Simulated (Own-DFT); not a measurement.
# Cleaving wurtzite AlN, m plane (10-10)

Everything here is calculated. The program is Own-DFT (plane waves, in-house, since retired, never reviewed by a person); positions were held fixed, and spin and spin-orbit coupling were off.

Known weak points (not all hold for every row): some atoms lie very close together; k mesh not checked against a denser one.

Both sets of runs: PBE; PseudoDojo norm-conserving scalar-relativistic files; cutoff 42 hartree; Gaussian smearing of 0.01 eV. The slab has 128 atoms in 16 layers, two equal faces of 62.02 Å² as cut, 15 Å of vacuum, a dipole correction along the normal and a 6 x 3 x 1 mesh. The bulk cell has 72 atoms, the same measured lattice constants and a 4 x 4 x 3 mesh. All atoms were moved at random; u is the rms move along one axis. Energies are counted from -174.06 eV for each atom.

```
slab run,u (Å),E (eV, cell)
1,0.0195,20.702
2,0.0196,20.186
3,0.0199,20.509
4,0.0203,20.359
5,0.0494,27.811
6,0.0496,27.824
7,0.0499,28.286
8,0.0508,29.671
9,0.0511,29.376
10,0.0522,30.383
11,0.0914,53.863
12,0.1005,63.123
```

| bulk run | u (Å) | E (meV/atom) |
|---|---|---|
| 1 | 0.0188 | -3.28 |
| 2 | 0.0201 | -0.86 |
| 3 | 0.0203 | -1.71 |
| 4 | 0.0205 | -0.18 |
| 5 | 0.0205 | -0.13 |
| 6 | 0.0208 | -2.12 |
| 7 | 0.0219 | 1.35 |
| 8 | 0.0988 | 321.94 |
| 9 | 0.1005 | 313.96 |
| 10 | 0.1019 | 364.47 |

Asked: what is the energy of the unrelaxed surface?

## Worked answer

Take each set to u = 0 with E = a + b u². Rows are weighted down as u grows, with residuals divided by u² + 0.0006 Å². Slab: a = 18.81 ± 0.14 eV. Bulk: a = -15.4 ± 0.6 meV/atom. The excess is 18.81 - 128 x (-0.0154) = 20.78 ± 0.16 eV. Over two faces that is 168 meV/Å², or 2.68 ± 0.02 J/m². Relaxing the faces would lower the energy, and the unlike meshes and the reach from the smallest u down to zero add errors that aren't counted here.
